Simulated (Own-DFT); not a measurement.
# Computed records: Si3N4 (beta silicon nitride, strained, atoms displaced)

Computed with Own-DFT development build. A calculation, not a measurement: plane-wave PBE density functional theory by an unreviewed code, no spin, of a simulated periodic cell, stress positive in tension, free energy of the whole cell less one offset for each atom, forces on such cells moved up to 12 meV/angstrom on a denser k mesh; offsets are fitted by least squares, one for each functional and potential file, so energies compare only between cells with the same atoms and settings and are not formation energies; the far tail of each file's local potential was reset to the Coulomb form; each entry is a single point on an unrelaxed cell, so the pressure reflects the starting lattice, mostly measured values (interpolated for alloys), from which strain is counted, and rises with the displacements; printed positions are rounded, which can move forces by about a meV/angstrom; the program, named Own-DFT, is a retired in-house code; no spin-orbit coupling; before rounding, a Quantum ESPRESSO 7.3.1 run of the same cell and cutoff gave forces within 1 meV/angstrom rms on each cell, which checks the program and not the settings.

Common to all runs: functional PBE; potential files PseudoDojo norm-conserving, scalar-relativistic, standard set; wave cutoff 42 hartree; occupations Fermi-Dirac; smearing width 0.1 eV; k mesh 2 x 2 x 4 centred on Gamma.

```yaml
- entry: 1
  formula: Si3N4
  kind: "beta silicon nitride, strained, atoms displaced"
  structure:
    cell_angstrom:
      - [15.3439, 0.2655, 0.1925]
      - [-7.442, 13.1757, -0.0143]
      - [0.0736, 0.0362, 5.8062]
    atoms_fractional:
      - [Si, 0.08346, 0.38401, 0.12299]
      - [Si, 0.11504, 0.20381, 0.1081]
      - [Si, 0.30143, 0.40572, 0.1244]
      - [Si, 0.41543, 0.11681, 0.38099]
      - [Si, 0.38981, 0.29948, 0.39276]
      - [Si, 0.20147, 0.08627, 0.38065]
      - ["N", 0.16794, 0.014, 0.11925]
      - ["N", 0.49148, 0.14912, 0.12246]
      - ["N", 0.35288, 0.33357, 0.13255]
      - ["N", 0.32568, 0.48025, 0.38114]
      - ["N", 0.01689, 0.34783, 0.36484]
      - ["N", 0.1461, 0.16388, 0.37889]
      - ["N", 0.16617, 0.33024, 0.10036]
      - ["N", 0.33462, 0.16899, 0.37851]
      - [Si, 0.07937, 0.38084, 0.61758]
      - [Si, 0.11436, 0.20632, 0.62131]
      - [Si, 0.3013, 0.41834, 0.61024]
      - [Si, 0.42123, 0.11712, 0.87539]
      - [Si, 0.3886, 0.29496, 0.88309]
      - [Si, 0.20932, 0.08893, 0.86774]
      - ["N", 0.16209, 0.01361, 0.62407]
      - ["N", 0.48204, 0.15468, 0.63991]
      - ["N", 0.34839, 0.33052, 0.62479]
      - ["N", 0.33522, 0.48372, 0.87239]
      - ["N", 0.012, 0.35422, 0.87487]
      - ["N", 0.15667, 0.17025, 0.85682]
      - ["N", 0.16309, 0.32841, 0.62203]
      - ["N", 0.32539, 0.16612, 0.89009]
      - [Si, 0.08408, 0.8845, 0.11509]
      - [Si, 0.11456, 0.6966, 0.11483]
      - [Si, 0.30375, 0.9182, 0.11416]
      - [Si, 0.41166, 0.61503, 0.37841]
      - [Si, 0.3843, 0.79076, 0.37455]
      - [Si, 0.19766, 0.58389, 0.36568]
      - ["N", 0.16772, 0.51838, 0.13283]
      - ["N", 0.48581, 0.64987, 0.1138]
      - ["N", 0.35016, 0.83508, 0.11061]
      - ["N", 0.3376, 0.98759, 0.36954]
      - ["N", 0.01856, 0.85306, 0.3668]
      - ["N", 0.14812, 0.65998, 0.38852]
      - ["N", 0.16379, 0.83044, 0.1387]
      - ["N", 0.33421, 0.66779, 0.37705]
      - [Si, 0.08205, 0.88275, 0.61884]
      - [Si, 0.10929, 0.7023, 0.62251]
      - [Si, 0.29635, 0.91048, 0.62267]
      - [Si, 0.40956, 0.61666, 0.88152]
      - [Si, 0.38865, 0.80169, 0.89202]
      - [Si, 0.20498, 0.59133, 0.87246]
      - ["N", 0.16205, 0.51262, 0.61783]
      - ["N", 0.47939, 0.64419, 0.61919]
      - ["N", 0.34484, 0.82939, 0.61622]
      - ["N", 0.32838, 0.98239, 0.87025]
      - ["N", 0.01859, 0.84787, 0.8714]
      - ["N", 0.15021, 0.66808, 0.88248]
      - ["N", 0.16588, 0.83367, 0.62466]
      - ["N", 0.33369, 0.67292, 0.8753]
      - [Si, 0.58881, 0.38716, 0.12242]
      - [Si, 0.61916, 0.19841, 0.12644]
      - [Si, 0.79848, 0.41306, 0.12487]
      - [Si, 0.91084, 0.10988, 0.38885]
      - [Si, 0.88877, 0.30301, 0.36157]
      - [Si, 0.70368, 0.0871, 0.38197]
      - ["N", 0.66678, 0.02378, 0.12145]
      - ["N", 0.98765, 0.1496, 0.11695]
      - ["N", 0.84406, 0.32902, 0.11726]
      - ["N", 0.83316, 0.48454, 0.36543]
      - ["N", 0.51507, 0.35642, 0.37883]
      - ["N", 0.65303, 0.17024, 0.37941]
      - ["N", 0.66655, 0.33531, 0.1285]
      - ["N", 0.83551, 0.16682, 0.37959]
      - [Si, 0.58888, 0.3871, 0.63189]
      - [Si, 0.61834, 0.20851, 0.61721]
      - [Si, 0.80636, 0.41702, 0.62363]
      - [Si, 0.91301, 0.10846, 0.87921]
      - [Si, 0.88676, 0.3014, 0.87619]
      - [Si, 0.70249, 0.08439, 0.87754]
      - ["N", 0.67256, 0.01608, 0.63476]
      - ["N", 0.99124, 0.15498, 0.61515]
      - ["N", 0.84859, 0.33237, 0.62359]
      - ["N", 0.83287, 0.47975, 0.8725]
      - ["N", 0.51879, 0.35671, 0.8697]
      - ["N", 0.64737, 0.16323, 0.88528]
      - ["N", 0.66501, 0.33248, 0.62177]
      - ["N", 0.83835, 0.1694, 0.89223]
      - [Si, 0.59697, 0.8923, 0.12894]
      - [Si, 0.61282, 0.69738, 0.13763]
      - [Si, 0.79884, 0.91325, 0.13554]
      - [Si, 0.91087, 0.61341, 0.37628]
      - [Si, 0.87968, 0.80082, 0.36918]
      - [Si, 0.70559, 0.59035, 0.39172]
      - ["N", 0.66331, 0.51201, 0.11907]
      - ["N", 0.99716, 0.65503, 0.12514]
      - ["N", 0.85167, 0.83762, 0.14122]
      - ["N", 0.83027, 0.98709, 0.37238]
      - ["N", 0.51354, 0.84498, 0.38556]
      - ["N", 0.6496, 0.66958, 0.37292]
      - ["N", 0.6666, 0.83018, 0.11762]
      - ["N", 0.834, 0.67151, 0.38441]
      - [Si, 0.58443, 0.8786, 0.61299]
      - [Si, 0.62022, 0.70084, 0.6138]
      - [Si, 0.80091, 0.91411, 0.60709]
      - [Si, 0.90862, 0.60923, 0.88168]
      - [Si, 0.88625, 0.79755, 0.84954]
      - [Si, 0.69603, 0.58104, 0.85809]
      - ["N", 0.6724, 0.52144, 0.60994]
      - ["N", 0.98897, 0.65724, 0.62523]
      - ["N", 0.85502, 0.83852, 0.6258]
      - ["N", 0.83306, 0.97886, 0.88179]
      - ["N", 0.51068, 0.84307, 0.87996]
      - ["N", 0.65331, 0.66793, 0.87734]
      - ["N", 0.66039, 0.8297, 0.63874]
      - ["N", 0.83079, 0.66887, 0.88284]
  results:
    "free_energy_of_cell_above_offsets [eV]": "-5.483"
    "pressure [GPa]": 4.83
    "stress_xx [GPa]": -1.44
    "stress_yy [GPa]": -1.72
    "stress_zz [GPa]": -11.33
    "stress_yz [GPa]": 1.9
    "stress_xz [GPa]": 4.15
    "stress_xy [GPa]": 5.94
    force_element: [Si, Si, Si, Si, Si, Si, "N", "N", "N", "N", "N", "N", "N", "N", Si, Si, Si, Si, Si, Si, "N", "N", "N", "N", "N", "N", "N", "N", Si, Si, Si, Si, Si, Si, "N", "N", "N", "N", "N", "N", "N", "N", Si, Si, Si, Si, Si, Si, "N", "N", "N", "N", "N", "N", "N", "N", Si, Si, Si, Si, Si, Si, "N", "N", "N", "N", "N", "N", "N", "N", Si, Si, Si, Si, Si, Si, "N", "N", "N", "N", "N", "N", "N", "N", Si, Si, Si, Si, Si, Si, "N", "N", "N", "N", "N", "N", "N", "N", Si, Si, Si, Si, Si, Si, "N", "N", "N", "N", "N", "N", "N", "N"]
    "force_x [eV/angstrom]": [3.971, 1.856, -4.549, -1.431, -0.977, 0.079, -0.543, -1.122, 2.293, 0.865, -2.905, 0.635, -0.618, 0.806, 3.799, 2.99, -1.032, -4.679, -2.282, -3.626, 0.373, 3.749, -0.769, 0.119, 0.241, -0.451, -1.01, 6.521, 3.627, 1.618, -3.166, -0.335, -1.863, 2.122, -0.447, 0.03, -1.013, 0.542, -3.685, -1.768, 1.373, -0.396, 3.068, 3.945, -1.361, 0.226, 0.021, 0.396, -0.021, 2.447, 1.165, 1.275, -3.885, 1.801, -0.156, 0.365, -0.297, -2.679, -2.402, 0.958, 0.612, 1.303, 0.171, -1.296, -0.615, 0.627, 2.023, 1.4, 1.569, -0.929, 0.401, -0.972, -2.836, -0.327, 0.944, 1.396, -0.917, -3.582, 0.607, 0.272, -0.88, 1.615, 1.21, -0.977, -2.264, -2.265, -1.594, 1.54, 5.909, 0.552, 0.164, -7.728, -1.003, 0.282, 0.225, 4.125, 0.73, 0.091, -0.957, -5.191, -3.105, 0.971, 2.24, 1.428, -0.431, -4.346, -2.099, 0.168, 3.034, -0.02, 4.049, 0.863]
    "force_y [eV/angstrom]": [1.331, -1.226, 1.748, -0.272, -1.774, 0.722, 0.573, -0.306, -0.69, 3.562, -0.464, -0.193, 2.352, -0.704, 1.329, -1.307, -5.058, -2.52, 0.116, -2.277, -0.227, 1.606, 1.665, 0.38, 0.507, -0.805, 4.404, 1.889, 0.785, 5.13, -2.844, -0.902, 2.535, 1.669, -2.59, -0.682, 1.085, -0.091, -1.389, 1.035, 0.669, -3.015, 1.359, 2.292, -0.592, -0.734, -1.736, -0.815, 0.061, 0.995, 0.483, 2.927, -1.193, -1.773, -0.076, -2.081, -1.375, 3.003, -2.352, 4.354, -3.239, 1.85, -3.473, -1.466, 1.523, 0.892, 0.72, -1.567, -0.811, 0.333, -0.311, -1.583, -2.501, 2.267, -3.163, 4.281, -1.983, -2.864, 0.605, 2.152, -0.57, -0.505, 3.156, -1.278, -2.785, 2.053, -1.854, 3.049, -1.082, 2.577, 2.849, -4.535, 0.555, -0.971, 1.157, -2.602, 1.525, -1.477, 1.176, 1.258, -1.386, 3.59, -0.586, 3.144, -5.204, -3.529, 1.004, 1.02, 2.667, -0.867, 0.511, -2.23]
    "force_z [eV/angstrom]": [-2.411, 1.302, -0.833, -0.669, -2.466, -1.923, 0.315, 1.014, 0.467, -5.579, 1.279, -2.534, 1.032, 0.213, 0.932, -0.182, 6.134, 3.922, -1.097, 0.436, 0.424, -4.869, 2.606, 0.553, 0.255, 1.234, -0.427, -0.168, 1.05, 5.327, 2.682, -1.111, -0.122, 3.39, -3.709, 2.162, 5.507, 0.47, 1.128, -2.058, -0.937, -0.55, -1.143, 0.701, -1.001, -1.512, -6.036, -0.708, 1.339, 0.707, 1.482, -1.398, -0.328, -4.726, 0.005, 0.248, 0.944, 0.912, -0.128, -2.229, 1.376, 0.252, 3.378, 1.126, 1.729, 1.323, 0.336, -0.116, -0.168, 0.093, -3.222, 3.107, -1.09, -0.383, -1.355, -1.749, -1.825, 1.505, -0.785, 0.274, 1.986, -4.321, 0.269, -0.962, -1.063, -4.581, -2.163, -0.379, 1.6, -7.797, 0.621, 0.022, -4.699, 0.179, -2.935, -0.292, 1.131, -0.255, 3.805, 5.253, 4.666, -0.082, 5.612, 4.368, 3.672, 0.16, -1.962, -2.006, 0.129, -1.281, -1.346, -0.472]
- entry: 2
  formula: Si3N4
  kind: "beta silicon nitride, strained, atoms displaced"
  structure:
    cell_angstrom:
      - [15.2204, 0.1982, -0.1901]
      - [-7.4385, 13.0478, 0.2496]
      - [-0.0727, 0.0682, 5.8928]
    atoms_fractional:
      - [Si, 0.08837, 0.38837, 0.11461]
      - [Si, 0.11668, 0.20012, 0.12769]
      - [Si, 0.29136, 0.41191, 0.12589]
      - [Si, 0.41377, 0.118, 0.38462]
      - [Si, 0.37945, 0.2922, 0.37946]
      - [Si, 0.20406, 0.09132, 0.37083]
      - ["N", 0.16746, 0.01971, 0.12819]
      - ["N", 0.47758, 0.14967, 0.13381]
      - ["N", 0.34812, 0.32955, 0.13201]
      - ["N", 0.33294, 0.48231, 0.37375]
      - ["N", 0.01026, 0.34733, 0.36145]
      - ["N", 0.15006, 0.16346, 0.36674]
      - ["N", 0.16471, 0.33053, 0.12342]
      - ["N", 0.33071, 0.16719, 0.35546]
      - [Si, 0.08773, 0.38142, 0.61904]
      - [Si, 0.12032, 0.20595, 0.62559]
      - [Si, 0.2973, 0.41323, 0.6187]
      - [Si, 0.41863, 0.11655, 0.86142]
      - [Si, 0.37756, 0.28895, 0.87065]
      - [Si, 0.2101, 0.08588, 0.88773]
      - ["N", 0.16654, 0.02113, 0.62459]
      - ["N", 0.4811, 0.15072, 0.61628]
      - ["N", 0.34655, 0.33105, 0.63278]
      - ["N", 0.33189, 0.48701, 0.869]
      - ["N", 0.01974, 0.34995, 0.86541]
      - ["N", 0.14972, 0.16765, 0.87045]
      - ["N", 0.16483, 0.33224, 0.62441]
      - ["N", 0.33864, 0.16692, 0.87378]
      - [Si, 0.08757, 0.88317, 0.13756]
      - [Si, 0.1109, 0.6968, 0.13572]
      - [Si, 0.30515, 0.91913, 0.13796]
      - [Si, 0.4179, 0.61211, 0.38567]
      - [Si, 0.3905, 0.80027, 0.38922]
      - [Si, 0.19957, 0.58723, 0.37876]
      - ["N", 0.16379, 0.51127, 0.1165]
      - ["N", 0.48899, 0.65214, 0.13289]
      - ["N", 0.34548, 0.83722, 0.11794]
      - ["N", 0.32961, 0.98431, 0.37827]
      - ["N", 0.01829, 0.84804, 0.37324]
      - ["N", 0.15584, 0.66507, 0.36168]
      - ["N", 0.16553, 0.83022, 0.11795]
      - ["N", 0.33662, 0.66445, 0.36964]
      - [Si, 0.09103, 0.887, 0.62534]
      - [Si, 0.12159, 0.70661, 0.62402]
      - [Si, 0.29725, 0.90937, 0.62842]
      - [Si, 0.41868, 0.62174, 0.87975]
      - [Si, 0.38058, 0.79714, 0.87564]
      - [Si, 0.20221, 0.58882, 0.86775]
      - ["N", 0.16306, 0.51065, 0.63855]
      - ["N", 0.49053, 0.65488, 0.63297]
      - ["N", 0.35567, 0.842, 0.62889]
      - ["N", 0.32727, 0.9819, 0.88495]
      - ["N", 0.0171, 0.85438, 0.86821]
      - ["N", 0.15372, 0.66877, 0.87417]
      - ["N", 0.16738, 0.82982, 0.64005]
      - ["N", 0.32845, 0.66116, 0.87821]
      - [Si, 0.59207, 0.38387, 0.12772]
      - [Si, 0.6141, 0.20982, 0.13709]
      - [Si, 0.79531, 0.40875, 0.12369]
      - [Si, 0.9098, 0.11567, 0.38579]
      - [Si, 0.88464, 0.29879, 0.36699]
      - [Si, 0.6972, 0.08726, 0.37847]
      - ["N", 0.66774, 0.01908, 0.12886]
      - ["N", 0.98387, 0.14868, 0.12536]
      - ["N", 0.84906, 0.32859, 0.11536]
      - ["N", 0.83999, 0.48732, 0.36807]
      - ["N", 0.5248, 0.35212, 0.36588]
      - ["N", 0.64802, 0.16793, 0.36551]
      - ["N", 0.66561, 0.33772, 0.12048]
      - ["N", 0.82927, 0.16151, 0.37524]
      - [Si, 0.59002, 0.38279, 0.62139]
      - [Si, 0.61689, 0.19382, 0.62048]
      - [Si, 0.7948, 0.41366, 0.62808]
      - [Si, 0.90931, 0.11245, 0.86921]
      - [Si, 0.88373, 0.2946, 0.86933]
      - [Si, 0.70808, 0.0839, 0.87372]
      - ["N", 0.66051, 0.00884, 0.62642]
      - ["N", 0.98815, 0.15153, 0.61952]
      - ["N", 0.84916, 0.33477, 0.63701]
      - ["N", 0.83148, 0.47789, 0.86565]
      - ["N", 0.51711, 0.34192, 0.8893]
      - ["N", 0.65442, 0.17083, 0.88385]
      - ["N", 0.6666, 0.32999, 0.62737]
      - ["N", 0.82895, 0.16274, 0.87418]
      - [Si, 0.58335, 0.88398, 0.13533]
      - [Si, 0.60666, 0.69607, 0.14299]
      - [Si, 0.79434, 0.90965, 0.129]
      - [Si, 0.91027, 0.6123, 0.37863]
      - [Si, 0.88578, 0.80063, 0.36623]
      - [Si, 0.70096, 0.58844, 0.37554]
      - ["N", 0.67031, 0.51713, 0.11909]
      - ["N", 0.98476, 0.64955, 0.12316]
      - ["N", 0.85356, 0.84111, 0.12361]
      - ["N", 0.83454, 0.97975, 0.37237]
      - ["N", 0.51442, 0.85021, 0.37384]
      - ["N", 0.65174, 0.66698, 0.37763]
      - ["N", 0.66516, 0.83097, 0.12531]
      - ["N", 0.82973, 0.66367, 0.37822]
      - [Si, 0.58754, 0.88393, 0.618]
      - [Si, 0.6162, 0.70745, 0.62294]
      - [Si, 0.79773, 0.91162, 0.62212]
      - [Si, 0.90754, 0.61096, 0.86645]
      - [Si, 0.88243, 0.80074, 0.86624]
      - [Si, 0.69827, 0.58433, 0.8599]
      - ["N", 0.66362, 0.51777, 0.61548]
      - ["N", 0.99243, 0.65409, 0.61597]
      - ["N", 0.84624, 0.83435, 0.62103]
      - ["N", 0.83483, 0.9803, 0.88743]
      - ["N", 0.51653, 0.84499, 0.8828]
      - ["N", 0.64811, 0.66423, 0.84936]
      - ["N", 0.66952, 0.83785, 0.61987]
      - ["N", 0.83391, 0.66807, 0.87741]
  results:
    "free_energy_of_cell_above_offsets [eV]": "-9.199"
    "pressure [GPa]": 4.96
    "stress_xx [GPa]": -7.52
    "stress_yy [GPa]": -6.69
    "stress_zz [GPa]": -0.69
    "stress_yz [GPa]": 4.44
    "stress_xz [GPa]": -5.25
    "stress_xy [GPa]": 5.84
    force_element: [Si, Si, Si, Si, Si, Si, "N", "N", "N", "N", "N", "N", "N", "N", Si, Si, Si, Si, Si, Si, "N", "N", "N", "N", "N", "N", "N", "N", Si, Si, Si, Si, Si, Si, "N", "N", "N", "N", "N", "N", "N", "N", Si, Si, Si, Si, Si, Si, "N", "N", "N", "N", "N", "N", "N", "N", Si, Si, Si, Si, Si, Si, "N", "N", "N", "N", "N", "N", "N", "N", Si, Si, Si, Si, Si, Si, "N", "N", "N", "N", "N", "N", "N", "N", Si, Si, Si, Si, Si, Si, "N", "N", "N", "N", "N", "N", "N", "N", Si, Si, Si, Si, Si, Si, "N", "N", "N", "N", "N", "N", "N", "N"]
    "force_x [eV/angstrom]": [-0.199, -2.399, 1.423, -2.616, 1.792, 1.07, -0.034, 3.097, -1.52, 0.616, 1.909, -1.197, -0.27, 1.555, -2.152, -0.796, -1.158, -1.771, 2.002, -1.763, 0.674, 3.767, 0.187, 0.98, -2.422, 2.4, 2.182, -0.713, 0.781, -0.46, -4.309, -2.006, -2.787, 4.706, -0.005, -4.13, 4.497, 0.788, -1.708, -2.311, 0.598, -0.84, -0.634, -0.689, -3.338, -1.317, 1.648, 0.26, -0.181, -1.771, 2.112, 1.149, -0.75, -0.262, 0.231, 1.278, -4.832, -1.287, 0.356, 2.389, -0.029, 2.626, -0.666, -0.502, -1.632, -0.491, -3.341, 1.18, 5.413, -2.143, -1.476, -2.2, 0.469, 2.534, 1.913, -3.277, -0.412, -1.11, -0.043, -0.121, -1.41, 0.042, 0.801, 2.113, 2.534, 5.071, -1.39, 1.072, 0.968, 1.728, -0.758, -1.299, 1.482, -0.352, 0.549, -1.313, -0.804, 0.514, -0.297, 1.307, -1.343, 1.869, 2.433, 1.257, 0.431, -1.955, 1.803, -0.63, -1.772, 0.199, -0.426, -0.94]
    "force_y [eV/angstrom]": [-3.27, 0.194, -0.574, -1.645, 2.445, -1.908, -2.147, 0.611, 1.35, 0.897, 1.413, 1.315, 0.878, -0.961, 0.069, -1.782, -0.378, -1.398, 3.396, 0.956, -1.076, 0.788, 0.261, -0.032, -1.164, -1.149, 1.158, -2.359, 0.507, 2.576, -1.64, 0.361, -2.314, -2.958, 3.507, -2.579, -2.055, 1.012, -0.005, 1.689, 0.964, 0.752, 0.171, -2.319, 2.118, -1.801, -0.87, -1.731, 1.593, -1.016, -1.548, 2.167, -0.111, -0.342, 3.012, 2.974, 2.75, -1.678, 1.063, -1.072, -1.471, -0.534, -2.133, -0.318, 1.074, -3.769, -1.517, -1.08, -1.584, 1.516, -0.065, 2.953, -1.709, 0.47, 0.233, -0.323, 3.662, -0.701, -0.038, 2.356, 0.353, -1.516, -0.369, 1.285, 0.852, 3.656, 0.4, 3.065, -1.462, -0.471, 0.004, -1.479, -1.633, 1.835, 0.634, 0.333, -0.288, 1.634, -1.65, 0.744, 1.552, 1.782, -0.598, 1.58, -2.467, -1.782, -0.978, 1.012, -0.204, -0.295, -0.955, -0.659]
    "force_z [eV/angstrom]": [0.559, -2.414, -1.283, -3.452, -0.162, 0.745, 1.321, -1.259, -1.83, -0.563, 0.882, 2.634, 0.319, 1.375, -0.468, -1.448, 2.165, 3.335, 3.279, -2.903, 0.492, 1.547, -2.153, 0.304, 0.355, 1.811, -0.653, -0.576, -3.244, -3.83, -1.188, -0.541, -2.462, -0.696, 1.649, 0.15, 1.677, 1.507, 1.468, 3.454, 1.267, 0.821, 0.76, -0.414, 1.035, -0.299, 2.072, 1.368, -2.601, -0.807, -1.226, -2.598, 1.009, 0.697, -1.027, -0.261, -0.992, -4.014, -0.091, -2.681, 2.265, -0.937, 0.587, 0.07, 0.178, 0.314, 2.374, 2.39, 0.431, 0.548, 1.296, 1.963, -2.199, 1.313, 0.896, 0.64, 0.053, 1.111, -3.758, 1.839, -2.776, -0.268, -0.54, -0.523, -2.247, -3.764, 0.565, -1.133, 1.593, -2.22, 0.48, -0.152, -1.123, 0.603, 1.039, 0.729, 0.406, 0.027, 2.432, -1.117, 0.979, 0.514, 1.633, 1.686, 0.996, 0.656, -1.42, -3.154, -1.246, 4.684, -0.103, -0.53]
```
